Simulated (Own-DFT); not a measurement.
## Calculated data, SiC (4H silicon carbide, strained, atoms displaced)

Computed with Own-DFT development build. A calculation, not a measurement: plane-wave PBE density functional theory by an unreviewed code, no spin, of a simulated periodic cell, stress positive in tension, free energy of the whole cell less one offset for each atom, forces on such cells passed a denser k mesh, this cell's mesh not checked; offsets are fitted by least squares, one for each functional and potential file, so energies compare only between cells with the same atoms and settings and are not formation energies; the far tail of each file's local potential was reset to the Coulomb form; each entry is a single point on an unrelaxed cell, so the pressure reflects the starting lattice, mostly measured values (interpolated for alloys), from which strain is counted, and rises with the displacements; printed positions are rounded, which can move forces by about a meV/angstrom; the program, named Own-DFT, is a retired in-house code; no spin-orbit coupling; before rounding, a Quantum ESPRESSO 7.3.1 run of the same cell and cutoff gave forces within 1 meV/angstrom rms on each cell, which checks the program and not the settings.

Settings shared by all entries: functional PBE; potential files PseudoDojo norm-conserving, scalar-relativistic, standard set; wave cutoff 42 hartree; occupations Fermi-Dirac; smearing width 0.1 eV; k mesh 4 x 4 x 3 centred on Gamma.

```yaml
- entry: 1
  formula: SiC
  kind: "4H silicon carbide, strained, atoms displaced"
  structure:
    cell_angstrom:
      - [9.0743, -0.0446, -0.0868]
      - [-4.5758, 7.9151, 0.1816]
      - [-0.0945, 0.1737, 10.2694]
    atoms_fractional:
      - [Si, 0.99659, 0.99124, 0.41424]
      - [Si, 0.1194, 0.21706, 0.15027]
      - [C, 0.99805, 0.00124, 0.08806]
      - [C, 0.11807, 0.23136, 0.34323]
      - [Si, 0.99093, 0.33316, 0.40706]
      - [Si, 0.10655, 0.54652, 0.14852]
      - [C, 0.99683, 0.32668, 0.0941]
      - [C, 0.1042, 0.54918, 0.34845]
      - [Si, 0.99933, 0.66345, 0.40656]
      - [Si, 0.11358, 0.89391, 0.1569]
      - [C, 0.00818, 0.66555, 0.09694]
      - [C, 0.10245, 0.88774, 0.34485]
      - [Si, 0.34316, 0.00525, 0.4032]
      - [Si, 0.44768, 0.22069, 0.15947]
      - [C, 0.33373, 0.00351, 0.08943]
      - [C, 0.4496, 0.22646, 0.34449]
      - [Si, 0.3355, 0.32839, 0.4026]
      - [Si, 0.44642, 0.55369, 0.16679]
      - [C, 0.33867, 0.33242, 0.09573]
      - [C, 0.45376, 0.5595, 0.34629]
      - [Si, 0.33848, 0.66816, 0.40795]
      - [Si, 0.4446, 0.88719, 0.15037]
      - [C, 0.33738, 0.67187, 0.10255]
      - [C, 0.44694, 0.89539, 0.34901]
      - [Si, 0.66573, 0.0067, 0.40212]
      - [Si, 0.78362, 0.23024, 0.15982]
      - [C, 0.67544, 0.00674, 0.09193]
      - [C, 0.76785, 0.21246, 0.34448]
      - [Si, 0.66816, 0.3246, 0.40987]
      - [Si, 0.77394, 0.55672, 0.15575]
      - [C, 0.6743, 0.33917, 0.08539]
      - [C, 0.76342, 0.55287, 0.34144]
      - [Si, 0.68036, 0.67423, 0.41225]
      - [Si, 0.76896, 0.89788, 0.15656]
      - [C, 0.66531, 0.67092, 0.0955]
      - [C, 0.77735, 0.89438, 0.3442]
      - [Si, 0.0015, 0.00567, 0.90772]
      - [Si, 0.8787, 0.77507, 0.65516]
      - [C, 0.99581, 0.99794, 0.5913]
      - [C, 0.87807, 0.76834, 0.84922]
      - [Si, 0.99169, 0.65082, 0.90555]
      - [Si, 0.88868, 0.44861, 0.64712]
      - [C, 0.0119, 0.67592, 0.59975]
      - [C, 0.87476, 0.43405, 0.84689]
      - [Si, 0.9964, 0.33384, 0.90477]
      - [Si, 0.8943, 0.11653, 0.6502]
      - [C, 0.99265, 0.33518, 0.59074]
      - [C, 0.8866, 0.11164, 0.84911]
      - [Si, 0.662, 0.99623, 0.90644]
      - [Si, 0.56394, 0.77909, 0.6566]
      - [C, 0.66652, 0.00411, 0.58932]
      - [C, 0.55408, 0.77114, 0.84494]
      - [Si, 0.66774, 0.66361, 0.91199]
      - [Si, 0.5564, 0.44841, 0.65824]
      - [C, 0.65638, 0.66214, 0.59648]
      - [C, 0.5438, 0.43256, 0.8445]
      - [Si, 0.67225, 0.34561, 0.90471]
      - [Si, 0.5637, 0.12375, 0.64773]
      - [C, 0.67927, 0.33083, 0.60025]
      - [C, 0.55587, 0.10457, 0.8418]
      - [Si, 0.32631, 0.99521, 0.90405]
      - [Si, 0.22304, 0.78038, 0.6576]
      - [C, 0.33017, 0.00468, 0.5809]
      - [C, 0.22604, 0.77894, 0.84684]
      - [Si, 0.3402, 0.66851, 0.90934]
      - [Si, 0.22077, 0.44346, 0.65342]
      - [C, 0.33436, 0.67729, 0.59603]
      - [C, 0.2198, 0.43968, 0.85194]
      - [Si, 0.33232, 0.33314, 0.89807]
      - [Si, 0.22981, 0.11879, 0.64998]
      - [C, 0.33232, 0.32906, 0.58773]
      - [C, 0.23287, 0.12327, 0.83986]
  results:
    "free_energy_of_cell_above_offsets [eV]": "-4.597"
    "pressure [GPa]": 8.9
    "stress_xx [GPa]": -16.79
    "stress_yy [GPa]": -14.73
    "stress_zz [GPa]": 4.81
    "stress_yz [GPa]": 6.01
    "stress_xz [GPa]": -2.41
    "stress_xy [GPa]": -1.69
    force_element: [Si, Si, C, C, Si, Si, C, C, Si, Si, C, C, Si, Si, C, C, Si, Si, C, C, Si, Si, C, C, Si, Si, C, C, Si, Si, C, C, Si, Si, C, C, Si, Si, C, C, Si, Si, C, C, Si, Si, C, C, Si, Si, C, C, Si, Si, C, C, Si, Si, C, C, Si, Si, C, C, Si, Si, C, C, Si, Si, C, C]
    "force_x [eV/angstrom]": [-0.472, -1.742, 0.24, -1.054, 2.19, 0.911, 1.23, 0.581, -0.437, -0.378, -2.324, 1.927, -2.442, 0.511, 0.422, 0.36, -0.675, -0.232, 0.049, -0.574, -0.74, -0.252, 0.361, 0.033, 1.21, -0.688, -3.384, 0.63, -1.239, 1.061, -0.892, 3.016, -2.524, 4.029, 0.087, 0.032, 0.583, 1.794, 0.39, 2.004, 0.206, 2.175, -3.263, 3.21, -0.002, -1.171, 1.525, 0.26, 0.795, -2.886, 0.778, 0.793, -1.659, 0.208, 1.883, 1.474, -1.89, -0.462, -3.89, -1.599, 1.203, 1.324, 1.134, -1.021, -0.981, -0.095, 1.483, -1.01, -0.246, -0.543, -0.1, -1.232]
    "force_y [eV/angstrom]": [2.429, 0.58, -0.541, -1.944, -0.848, 0.599, 0.743, 1.409, 0.333, -1.204, 0.485, 0.126, -1.089, 0.519, -0.174, -0.669, 1.58, 0.081, 0.791, -0.038, -0.438, 1.656, -1.908, -1.394, -3.372, -1.155, 0.857, 3.564, 1.875, 0.412, -0.175, -0.539, -0.687, -1.995, 0.128, 0.024, -1.047, 0.259, 0.435, 1.657, 2.262, 1.111, -1.508, 2.278, -1.208, -1.147, 0.483, 0.126, 0.093, 1.031, -0.126, 0.978, -0.842, -2.318, 0.727, 3.131, -4.569, -5.087, 2.954, 1.392, 1.481, 1.774, 0.348, -1.198, -0.823, 0.742, -1.621, 1.515, -0.528, -2.412, 2.384, -2.753]
    "force_z [eV/angstrom]": [-2.171, 1.59, 0.965, -0.124, -0.321, 2.348, -0.705, -1.274, -0.194, 0.011, -0.92, -0.545, -0.023, -1.148, 0.588, -0.565, 0.494, -1.264, -0.925, 0.989, 0.103, 1.611, -1.662, -2.199, 2.038, -1.006, -0.44, -1.338, -0.131, 0.034, 1.895, 1.027, -1.008, 0.769, -0.026, 0.018, -0.818, 1.728, 1.198, -1.376, 0.75, 2.957, -1.664, -2.626, 0.968, 1.642, 0.028, -1.932, -0.186, 0.722, 0.005, -0.415, 0.215, 0.293, -1.256, -1.14, 0.799, 2.734, -3.019, -0.397, 0.077, 0.78, 2.108, -0.722, 0.558, 0.345, -0.417, -1.873, 3.064, 1.09, 0.067, -0.779]
- entry: 2
  formula: SiC
  kind: "4H silicon carbide, strained, atoms displaced"
  structure:
    cell_angstrom:
      - [9.3153, 0.087, -0.1691]
      - [-4.5823, 7.9444, 0.072]
      - [-0.1841, -0.0157, 9.9596]
    atoms_fractional:
      - [Si, 0.99516, 0.00587, 0.40603]
      - [Si, 0.11073, 0.21386, 0.15393]
      - [C, 0.00772, 0.00755, 0.09836]
      - [C, 0.11883, 0.22377, 0.34317]
      - [Si, 0.99874, 0.33524, 0.40541]
      - [Si, 0.12637, 0.56655, 0.15646]
      - [C, 0.00163, 0.32555, 0.0974]
      - [C, 0.12023, 0.56025, 0.34976]
      - [Si, 0.00533, 0.66781, 0.40709]
      - [Si, 0.11839, 0.89005, 0.15234]
      - [C, 0.00159, 0.65948, 0.08855]
      - [C, 0.10714, 0.88323, 0.34957]
      - [Si, 0.33195, 0.98939, 0.41211]
      - [Si, 0.455, 0.23002, 0.15894]
      - [C, 0.32085, 0.99611, 0.09586]
      - [C, 0.44892, 0.22514, 0.34582]
      - [Si, 0.34238, 0.33799, 0.40236]
      - [Si, 0.44153, 0.55763, 0.16304]
      - [C, 0.33358, 0.33965, 0.08964]
      - [C, 0.4375, 0.5584, 0.3507]
      - [Si, 0.34232, 0.67908, 0.40764]
      - [Si, 0.45288, 0.89005, 0.15614]
      - [C, 0.33949, 0.66814, 0.08884]
      - [C, 0.44324, 0.87436, 0.33708]
      - [Si, 0.67238, 0.00083, 0.40588]
      - [Si, 0.76522, 0.20855, 0.16812]
      - [C, 0.66602, 0.99392, 0.09956]
      - [C, 0.78081, 0.22538, 0.33959]
      - [Si, 0.66616, 0.33863, 0.41101]
      - [Si, 0.78422, 0.56011, 0.15201]
      - [C, 0.66066, 0.32422, 0.09825]
      - [C, 0.77899, 0.56006, 0.34417]
      - [Si, 0.66798, 0.66883, 0.40382]
      - [Si, 0.786, 0.88886, 0.15436]
      - [C, 0.67211, 0.66683, 0.09699]
      - [C, 0.78224, 0.89519, 0.33865]
      - [Si, 0.00986, 0.00239, 0.90316]
      - [Si, 0.88503, 0.76306, 0.66546]
      - [C, 0.99432, 0.99845, 0.59654]
      - [C, 0.87475, 0.77649, 0.84994]
      - [Si, 0.99575, 0.66283, 0.90671]
      - [Si, 0.89871, 0.45302, 0.66528]
      - [C, 0.99214, 0.65371, 0.59362]
      - [C, 0.89649, 0.45011, 0.85109]
      - [Si, 0.99473, 0.32982, 0.90365]
      - [Si, 0.89797, 0.1147, 0.65909]
      - [C, 0.99902, 0.32799, 0.60101]
      - [C, 0.89848, 0.11235, 0.84331]
      - [Si, 0.66598, 0.99529, 0.90751]
      - [Si, 0.55131, 0.77347, 0.66174]
      - [C, 0.66738, 0.00627, 0.58013]
      - [C, 0.55588, 0.78114, 0.84944]
      - [Si, 0.67066, 0.67266, 0.91164]
      - [Si, 0.55423, 0.44936, 0.65445]
      - [C, 0.65575, 0.67146, 0.584]
      - [C, 0.55281, 0.4399, 0.84067]
      - [Si, 0.66611, 0.33744, 0.90096]
      - [Si, 0.54512, 0.10433, 0.65187]
      - [C, 0.66335, 0.33584, 0.60214]
      - [C, 0.55812, 0.12797, 0.8369]
      - [Si, 0.33678, 0.00762, 0.91841]
      - [Si, 0.2282, 0.78309, 0.65665]
      - [C, 0.3283, 0.9993, 0.6031]
      - [C, 0.22244, 0.7796, 0.84226]
      - [Si, 0.33687, 0.6652, 0.91328]
      - [Si, 0.22236, 0.44908, 0.65925]
      - [C, 0.33593, 0.65593, 0.59883]
      - [C, 0.22251, 0.44987, 0.84732]
      - [Si, 0.32364, 0.32567, 0.89468]
      - [Si, 0.22293, 0.11911, 0.64666]
      - [C, 0.32818, 0.32844, 0.58899]
      - [C, 0.21962, 0.10136, 0.83912]
  results:
    "free_energy_of_cell_above_offsets [eV]": "-4.985"
    "pressure [GPa]": 6.76
    "stress_xx [GPa]": -0.35
    "stress_yy [GPa]": -7.23
    "stress_zz [GPa]": -12.71
    "stress_yz [GPa]": 0.05
    "stress_xz [GPa]": -5.4
    "stress_xy [GPa]": 3.66
    force_element: [Si, Si, C, C, Si, Si, C, C, Si, Si, C, C, Si, Si, C, C, Si, Si, C, C, Si, Si, C, C, Si, Si, C, C, Si, Si, C, C, Si, Si, C, C, Si, Si, C, C, Si, Si, C, C, Si, Si, C, C, Si, Si, C, C, Si, Si, C, C, Si, Si, C, C, Si, Si, C, C, Si, Si, C, C, Si, Si, C, C]
    "force_x [eV/angstrom]": [1.905, 0.27, 0.234, -0.915, 1.506, -0.629, -1.467, -0.675, -0.911, -2.265, -0.465, 0.343, -0.608, -2.504, 3.643, 0.236, -1.427, 1.332, 0.832, 1.901, -0.299, -1.528, -0.566, -0.392, -0.498, 1.741, -0.058, -0.826, 1.053, 0.541, 1.034, 0.548, -0.296, -0.088, -1.15, -0.285, -0.974, -1.636, 1.244, 2.822, 0.894, -0.784, 0.853, -1.667, 1.563, -1.736, -0.355, -1.727, -0.336, 0.275, -0.181, -0.036, -1.421, -0.187, 2.292, -1.429, 1.06, 1.651, 0.943, 1.108, 0.89, -0.42, 0.224, 0.025, -1.022, 0.264, -1.676, -0.234, 1.146, -0.459, 0.258, -0.496]
    "force_y [eV/angstrom]": [-0.593, 3.37, -3.297, 0.161, -0.115, -2.736, 0.954, 0.119, -0.893, -1.531, 1.452, 1.423, 1.119, -0.823, 1.721, -1.079, -0.908, -0.657, -1.028, 0.197, -3.943, -0.697, 0.847, 4.413, 0.019, 2.19, 0.246, -0.151, -0.054, -1.692, 1.483, -0.255, 0.534, 0.233, 0.182, -0.873, -0.395, 1.753, -0.857, 0.162, 1.791, -3.463, 2.997, -1.127, 0.538, -1.272, 1.899, -0.789, 2.591, 1.577, -0.907, -0.898, -2.108, -0.535, -0.648, 1.859, 0.245, 1.914, 0.131, -3.477, -0.978, -2.127, -0.186, 0.105, 0.657, -2.242, 3.271, -1.019, 1.029, -2.32, 2.193, 1.291]
    "force_z [eV/angstrom]": [0.377, 1.002, -2.031, 0.363, 0.269, 0.166, -0.409, -0.618, -0.157, 1.925, 1.422, -0.822, -1.157, -0.447, 1.072, 0.387, 0.479, -0.933, 0.361, -1.257, 1.708, -1.015, 2.426, 1.218, -2.195, -4.272, -1.281, 4.015, 0.059, 1.211, -1.473, -0.136, -0.91, 0.142, -0.086, 0.787, 0.899, -2.17, -0.394, -0.399, -0.381, -0.731, 0.285, -0.858, 2.069, -0.675, -1.222, 0.622, -0.162, -1.15, 4.436, -0.428, -0.3, -0.478, 2.586, 0.604, 1.454, 0.27, -1.189, 1.721, -3.49, 0.67, -2.481, 1.565, -2.777, -0.155, -1.098, -0.721, 1.869, 1.499, 0.585, -0.061]
```
